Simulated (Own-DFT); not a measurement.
SiC (4H silicon carbide, atoms displaced) (calculated)

A calculation, not a measurement: plane-wave PBE density functional theory by an unreviewed code, no spin, of a simulated periodic cell, stress positive in tension, free energy of the whole cell less one offset for each atom, forces on such cells passed a denser k mesh, this cell's mesh not checked; offsets are fitted by least squares, one for each functional and potential file, so energies compare only between cells with the same atoms and settings and are not formation energies; the far tail of each file's local potential was reset to the Coulomb form; each entry is a single point on an unrelaxed cell, so the pressure reflects the starting lattice, mostly measured values (interpolated for alloys), from which strain is counted, and rises with the displacements; printed positions are rounded, which can move forces by about a meV/angstrom; the program, named Own-DFT, is a retired in-house code; no spin-orbit coupling. Program: Own-DFT development build.

Settings shared by all entries: functional PBE; potential files PseudoDojo norm-conserving, scalar-relativistic, standard set; wave cutoff 42 hartree; occupations Fermi-Dirac; smearing width 0.1 eV; hardware one NVIDIA H100; k mesh 4 x 4 x 3 centred on Gamma.

(1) 
```xyz
72
Lattice="9.2481 0.0000 0.0000 -4.6241 8.0091 0.0000 0.0000 0.0000 10.0681" Properties=species:S:1:pos:R:3:force_x:R:1:force_y:R:1:force_z:R:1 formula=SiC free_energy_of_cell_above_offsets=-10.263 pressure=3.87 stress_xx=-3.27 stress_yy=-2.99 stress_zz=-5.37 stress_yz=-0.23 stress_xz=0.28 stress_xy=0.97 wall_time=382.5
Si     0.0464     0.0324     4.1214     -0.845     -1.574     -0.942
Si    -0.0001     1.7941     1.5557      -0.07      -0.23      0.375
C      9.2175     0.0244     0.9432      0.656     -0.713      0.368
C     -0.0061     1.7630     3.4769      0.521      0.878     -0.312
Si    -1.4964     2.6803     4.1044     -1.127     -0.484     -0.161
Si    -1.5822     4.4327     1.6707      0.779        0.1     -3.832
C     -1.5219     2.6860     0.8984     -0.657     -0.157      2.239
C     -1.5817     4.4675     3.4295       1.55     -0.951      2.397
Si     6.1777     5.2532     4.0843     -0.886      2.348      0.304
Si    -3.0778     7.0822     1.5746     -0.354      0.578     -0.763
C      6.1743     5.3028     0.9338     -0.421      0.462     -0.185
C     -3.0661     7.0861     3.4223      0.296       0.42      1.641
Si     3.0974     0.0646     4.1317     -0.358     -1.715     -1.358
Si     3.0798     1.7671     1.5909     -0.073     -0.107     -1.238
C     -1.5295     8.0058     0.9368     -0.746     -0.134       0.05
C      3.0644     1.7811     3.4275      0.016      0.301      1.173
Si     1.5562     2.6731     4.1431     -0.463      0.592     -1.621
Si     1.5223     4.4478     1.5296      0.336     -0.247      1.005
C      1.5489     2.6554     0.9495     -0.238       0.28     -0.092
C      1.5625     4.4663     3.4321     -1.001     -0.679       0.37
Si    -0.0145     5.3669     4.0930      0.807     -0.204     -0.233
Si    -0.0829     7.0723     1.5782      2.097      1.263      0.346
C      0.0161     5.3524     0.9337     -1.031     -0.852      0.421
C      0.0325     7.1510     3.5120     -1.232     -0.273     -0.789
Si     6.1734     0.0242     4.0684      0.728     -0.863      0.902
Si     6.1560     1.7325     1.5831      0.236      1.099     -0.248
C      6.1874     0.0278     0.9387     -0.662     -1.567     -0.153
C      6.1297     1.7718     3.4988      1.332      0.584     -0.934
Si     4.6072     2.6333     4.0325     -0.011      1.292      1.211
Si     4.6082     4.4382     1.5769      0.679     -0.556     -0.536
C      4.6066     2.6210     0.9000      0.403      0.657       1.28
C      4.6451     4.4745     3.4438     -0.581     -1.427      0.363
Si     3.0851     5.3157     4.0771     -0.058      0.539      0.449
Si     3.0946     7.0996     1.5692     -0.467      0.214      0.173
C      3.0882     5.2939     0.9772     -0.127      0.744     -0.915
C      3.0811     7.0827     3.4461      0.464      1.011       0.72
Si     9.1741     0.0256     9.1599      2.506     -0.909     -0.569
Si     4.7056     6.2180     6.5775     -3.206      0.892      0.654
C     -0.0207     0.0396     5.9882      0.503     -0.774     -0.145
C      4.5724     6.2351     8.4828      0.991      0.374      0.235
Si    -3.0981     5.3721     9.0728      0.358     -0.002      0.808
Si     6.1426     3.5793     6.5737      0.854     -0.377      1.143
C      6.1366     5.3303     5.9870      2.061     -0.101     -1.033
C      6.1826     3.5989     8.4907     -0.563     -0.801     -0.237
Si     7.6665     2.6749     9.1642      1.082      0.442     -1.829
Si     7.6986     0.9595     6.5978      0.113     -2.023      0.571
C      7.7001     2.6484     5.9962      0.086      1.685     -0.949
C      7.7770     0.8938     8.4827     -2.457      1.068     -0.053
Si     6.1861     0.0097     9.1019     -0.116     -0.372      0.107
Si     1.5609     6.1916     6.5676     -0.413      1.282      0.938
C      6.1839     0.0362     6.0049     -0.377     -0.665     -0.517
C      1.4936     6.2119     8.4799      1.559      0.442      0.335
Si     3.1089     5.3026     9.1522     -0.981       0.68     -0.666
Si     3.1156     3.5264     6.6520     -0.779      0.966     -0.994
C      3.0309     5.3151     5.9886      2.194     -0.311     -0.684
C      3.1045     3.5737     8.4814      -0.37     -0.885      1.167
Si     4.6469     2.6544     9.1176     -0.347      0.966     -0.264
Si     4.6272     0.8992     6.6322      0.067      -0.01     -0.547
C      4.6484     2.6926     5.9979     -0.834     -0.889     -1.101
C      4.6036     0.9154     8.5068      1.404     -0.228     -0.429
Si     3.1428     0.0316     9.1156     -1.723     -0.971      0.185
Si    -1.4786     6.2357     6.5849     -0.978     -0.289      0.242
C      3.0467     0.0102     5.9680      0.923      0.111      0.547
C     -1.5163     6.2186     8.4618     -0.224       0.75      0.539
Si     0.0221     5.3382     9.1264     -0.896     -0.216     -0.519
Si     0.0351     3.4748     6.5917     -1.299      2.236       0.48
C      0.0208     5.3450     5.9652     -0.403      -1.01     -0.365
C     -0.0015     3.5768     8.4473     -0.248     -0.551      1.297
Si     1.5022     2.6801     9.1391      0.826     -0.068     -0.614
Si     1.5317     0.8599     6.6103     -0.263      0.937      0.789
C      1.5192     2.6930     5.9751      1.734     -1.474      0.298
C      1.5515     0.9067     8.5279     -0.275     -0.533     -0.293
```

Units: free_energy_of_cell_above_offsets in eV; pressure, stress_xx, stress_yy, stress_zz, stress_yz, stress_xz, stress_xy in GPa; wall_time in s; force_x, force_y, force_z in eV/Å.

(2) 
```xyz
72
Lattice="9.2481 0.0000 0.0000 -4.6241 8.0091 0.0000 0.0000 0.0000 10.0681" Properties=species:S:1:pos:R:3:force_x:R:1:force_y:R:1:force_z:R:1 formula=SiC free_energy_of_cell_above_offsets=-10.543 pressure=3.74 stress_xx=-3.17 stress_yy=-2.94 stress_zz=-5.1 stress_yz=0.23 stress_xz=0.17 stress_xy=-0.97 wall_time=368.4
Si     9.2171     0.0059     4.0897      0.745      0.027      0.301
Si     0.0063     1.8066     1.5765     -0.372     -0.944       0.03
C     -4.5953     7.9805     0.8740     -0.015      0.769      2.436
C     -0.0188     1.7814     3.4868      1.081     -0.156     -0.436
Si    -1.5051     2.6889     4.0823     -0.963     -0.661      0.397
Si    -1.5195     4.4668     1.5841      -0.82     -1.108      0.565
C      7.6700     2.6293     0.9851      1.168      1.354     -1.267
C     -1.5360     4.4359     3.5502     -0.047      1.234     -1.478
Si     6.1507     5.3387     4.0990      0.138       0.15     -0.245
Si    -3.0357     7.1341     1.5937      -1.64     -0.737     -0.516
C      6.1276     5.3043     0.9490      1.742      0.961      0.078
C     -3.0548     7.1567     3.4643      -0.41     -0.353      0.329
Si     3.0832     0.0424     4.1238      0.287     -0.609     -0.493
Si     3.0991     1.7769     1.6405     -0.778     -0.157     -2.801
C     -1.5902     7.9681     0.8840      1.231      0.786      1.842
C      3.1443     1.7958     3.4192     -1.425     -0.483      2.111
Si     1.5712     2.6700     4.1323     -0.632      0.184     -1.345
Si     1.5779     4.4456     1.5673     -0.165      0.198      -0.15
C      1.5064     2.7021     0.9702      1.154       -0.8      -0.64
C      1.5022     4.4399     3.4086      0.676      0.421       1.88
Si    -0.0259     5.3848     4.0933      0.751     -0.745     -0.269
Si    -0.0526     7.0516     1.5792      1.008      1.326     -0.742
C      0.0219     5.2912     0.9581     -0.534      0.441     -0.329
C      0.0321     7.1439     3.4472     -1.365     -0.212      0.545
Si     6.1446     0.0094     4.0888      1.276      0.643     -0.261
Si     6.1655     1.8008     1.5434     -1.083     -1.071      0.543
C      1.5101     7.9928     0.9676      0.458     -0.048     -0.259
C      6.1760     1.8318     3.4252      0.187     -1.052      0.766
Si     4.6249     2.6425     4.0699      0.921      1.005      0.047
Si     4.6484     4.4380     1.5241     -1.369     -0.096      0.745
C      4.5858     2.6724     0.9371      0.552     -0.316     -0.114
C      4.6652     4.4153     3.3926     -0.947      0.688      1.589
Si     3.0746     5.3602     4.1087      0.281     -1.298     -0.884
Si     3.1235     7.1266     1.5691     -0.867     -0.257     -0.052
C      3.0816     5.3406     0.9304      0.601      0.073     -0.449
C      3.1137     7.0973     3.4873     -0.787      0.613     -0.488
Si     9.2137     0.0027     9.1507      0.993      -0.27     -1.597
Si     4.6335     6.2490     6.6057     -0.185     -0.172      0.198
C      4.5828     8.0059     5.9885      0.979      0.121     -0.434
C      4.6277     6.2150     8.4888      0.397      0.613      0.026
Si     6.1343     5.3227     9.1584      0.656      0.095     -1.295
Si     6.0779     3.5442     6.5438      1.419     -0.008       0.84
C     -3.0842     5.3655     5.9948      -0.16     -0.733     -0.554
C      6.1290     3.5250     8.4632      0.613      0.738      0.385
Si     7.6964     2.6575     9.1096     -0.047     -0.064      0.256
Si     7.6941     0.8608     6.5981      0.121      0.775      0.594
C      7.6805     2.6434     5.9636     -0.021      0.561      0.431
C      7.7181     0.8608     8.5169     -0.007      0.799     -0.582
Si     1.5972     8.0077     9.1225     -1.386       -0.7      0.474
Si     1.5265     6.2466     6.5982      0.695      0.045      0.629
C      6.1749     0.0036     6.0038     -0.695     -0.202     -1.167
C      1.5564     6.2244     8.4689     -0.144     -0.399      0.728
Si     3.1454     5.3311     9.0636      -1.72      0.232       1.14
Si     3.0730     3.6133     6.6074     -0.069     -1.993      0.111
C      3.0679     5.3250     6.0042      0.371      0.944     -0.764
C      3.0958     3.5559     8.4997      0.101       0.09     -0.367
Si     4.6134     2.6693     9.1361       0.11     -1.244      -0.57
Si     4.5995     0.8595     6.5777      0.323     -0.007      1.405
C      4.5950     2.6101     5.9680     -0.651      1.067     -0.609
C      4.6740     0.8463     8.4942     -1.338      0.635      0.185
Si    -1.5992     7.9775     9.1389      0.941      2.121     -1.319
Si    -1.4968     6.1808     6.6014     -1.199      1.292      0.255
C     -1.5821     8.0077     6.0028      0.782     -0.464     -0.732
C     -1.5849     6.3211     8.4733      0.408     -3.272      0.482
Si    -0.0334     5.3156     9.1409      0.548      1.221      -0.69
Si    -0.0331     3.5604     6.6315       0.25     -0.105     -1.031
C      0.0388     5.3894     5.9684     -0.614     -1.344     -0.017
C      0.0216     3.5587     8.4872     -0.829      0.118      0.525
Si     1.5715     2.7045     9.1155     -0.554     -0.942      0.432
Si     1.5532     0.9114     6.5993     -1.106     -0.817      0.454
C      1.5245     2.6379     5.9794      0.295      1.399      0.257
C      1.4898     0.9079     8.4643      0.681      0.096      0.938
```

Units: free_energy_of_cell_above_offsets in eV; pressure, stress_xx, stress_yy, stress_zz, stress_yz, stress_xz, stress_xy in GPa; wall_time in s; force_x, force_y, force_z in eV/Å.

(3) 
```xyz
72
Lattice="9.2481 0.0000 0.0000 -4.6241 8.0091 0.0000 0.0000 0.0000 10.0681" Properties=species:S:1:pos:R:3:force_x:R:1:force_y:R:1:force_z:R:1 formula=SiC free_energy_of_cell_above_offsets=-10.174 pressure=3.86 stress_xx=-4.35 stress_yy=-1.98 stress_zz=-5.26 stress_yz=0.66 stress_xz=-0.14 stress_xy=-0.06 wall_time=371.9
Si     4.5736     8.0074     4.0888      0.721      0.104      -0.09
Si    -0.0124     1.8295     1.5514      1.705     -2.192      0.914
C      9.2082     0.0094     0.9702      0.747      0.257     -0.647
C      0.0494     1.7685     3.4606     -1.301      0.288     -0.207
Si    -1.5343     2.6746     4.0611       0.46     -0.542      1.411
Si    -1.5167     4.3927     1.5812     -0.627      0.729     -0.404
C     -1.4632     2.6010     0.9302     -2.751      1.616     -0.527
C     -1.4925     4.4241     3.4893     -0.912      0.881     -0.641
Si    -3.0882     5.3503     4.1200      0.527      0.009     -0.664
Si    -3.0791     7.1203     1.5653     -1.253     -0.061     -0.178
C      6.0886     5.3518     0.9460      2.065     -0.572      0.572
C     -3.1023     7.1619     3.4132      0.229     -1.003      1.597
Si    -1.5431     8.0020     4.0853      0.058      -0.15       0.06
Si     3.1176     1.7655     1.5705     -0.598     -0.349     -0.937
C     -1.5541     7.9302     0.9564      0.061      1.695     -0.659
C      3.0990     1.7619     3.4205     -0.506      0.087      0.751
Si     1.5315     2.6643     4.0863        0.5      0.061     -0.129
Si     1.5199     4.4547     1.6185      1.003     -0.267     -1.328
C      1.5649     2.6311     0.9235     -0.075      0.873      1.068
C      1.5463     4.4566     3.4668      0.652     -0.526      0.364
Si     0.0348     5.3449     4.0331     -0.432     -0.138      1.252
Si    -0.0382     7.1539     1.6208      1.049       -1.4      -1.23
C      0.0176     5.3442     0.9538     -0.475      -0.11     -0.207
C      0.0793     7.1217     3.4413     -1.769      0.083      1.358
Si     1.5585     7.9944     4.1258      0.235      0.667     -1.311
Si     6.1192     1.7495     1.6113      1.153      0.175     -1.993
C      1.5430     7.9461     0.9993     -1.187      1.228      -1.25
C      6.1656     1.8139     3.4257      0.118     -0.918      1.228
Si     4.6017     2.6181     4.0499      0.686      1.227       0.82
Si     4.6038     4.4944     1.5924      0.313       -1.4     -0.288
C      4.6165     2.6616     0.8757      0.284      0.438      1.747
C      4.6333     4.4489     3.4786      0.162     -0.407     -0.221
Si     3.1267     5.3249     4.0715     -0.982      0.371      0.735
Si     3.0525     7.1109     1.5533      0.939     -0.326      0.291
C      3.1239     5.3292     0.9330     -1.859      0.206      -0.05
C      3.0548     7.0979     3.4364        0.5      0.144      0.772
Si     9.2340     0.0188     9.1222     -0.159     -0.333      0.357
Si     4.6079     6.2584     6.6420      0.558     -0.279     -0.051
C     -0.0261     0.0524     6.0028      0.288     -1.133      -0.55
C      4.6510     6.2153     8.5537     -0.841      0.331     -0.842
Si    -3.0612     5.3334     9.1708     -0.554     -0.746     -0.756
Si     6.1839     3.5957     6.6465     -0.206      -1.46     -0.859
C     -3.0691     5.3275     6.0014     -0.986       0.64     -0.421
C      6.1504     3.4964     8.5055       1.32      1.763      0.371
Si    -1.4650     2.6644     9.0813     -2.215      -0.64      0.968
Si     7.6814     0.8355     6.6534      0.021      1.548     -0.703
C      7.7114     2.6277     6.0325     -0.028      0.579     -0.791
C      7.6547     0.8981     8.4945      0.489     -1.053      0.698
Si     1.4635     8.0027     9.1348      1.529      0.223      0.956
Si     1.5142     6.2216     6.6859     -0.291      0.011     -2.846
C      6.1488     0.0542     5.9476      0.284     -1.951      1.052
C      1.4938     6.2226     8.4888      1.046      0.345      0.883
Si     3.0561     5.3487     9.0992      0.922     -0.677      0.466
Si     3.0734     3.5715     6.5731      0.567     -0.894      0.351
C      3.0697     5.3261     6.0082     -0.065      0.994     -0.437
C      3.0912     3.4967     8.4782     -0.629      1.835     -0.196
Si     4.6234     2.7327     9.1073      0.124     -1.846      0.021
Si     4.6344     0.8623     6.5759     -0.983      1.305       0.92
C      4.6394     2.6874     5.9420     -0.284     -0.369      0.377
C      4.6504     0.9027     8.5445     -1.593      0.004     -1.174
Si    -1.5620     7.9849     9.1056      0.407      0.138     -0.046
Si    -1.5456     6.1811     6.5739     -0.398      1.171      0.786
C      3.0319     0.0094     5.9923      0.832     -0.426     -0.545
C     -1.5674     6.1959     8.4866      1.094     -0.007      0.086
Si     0.0447     5.3102     9.0974     -1.949      0.074      1.074
Si     0.0142     3.5671     6.6438     -0.625     -1.126     -1.207
C     -0.0665     5.2772     5.9656        1.7      1.313      -0.19
C      0.0110     3.5205     8.4977      1.129       1.04      0.162
Si     1.5653     2.6978     9.1695     -0.024     -1.444      -1.28
Si     1.5237     0.9610     6.6105     -0.008     -1.325     -0.522
C      1.5383     2.6734     5.9630      0.104      0.773     -0.048
C      1.5319     0.8658     8.4345      -0.01      0.845      1.958
```

Units: free_energy_of_cell_above_offsets in eV; pressure, stress_xx, stress_yy, stress_zz, stress_yz, stress_xz, stress_xy in GPa; wall_time in s; force_x, force_y, force_z in eV/Å.
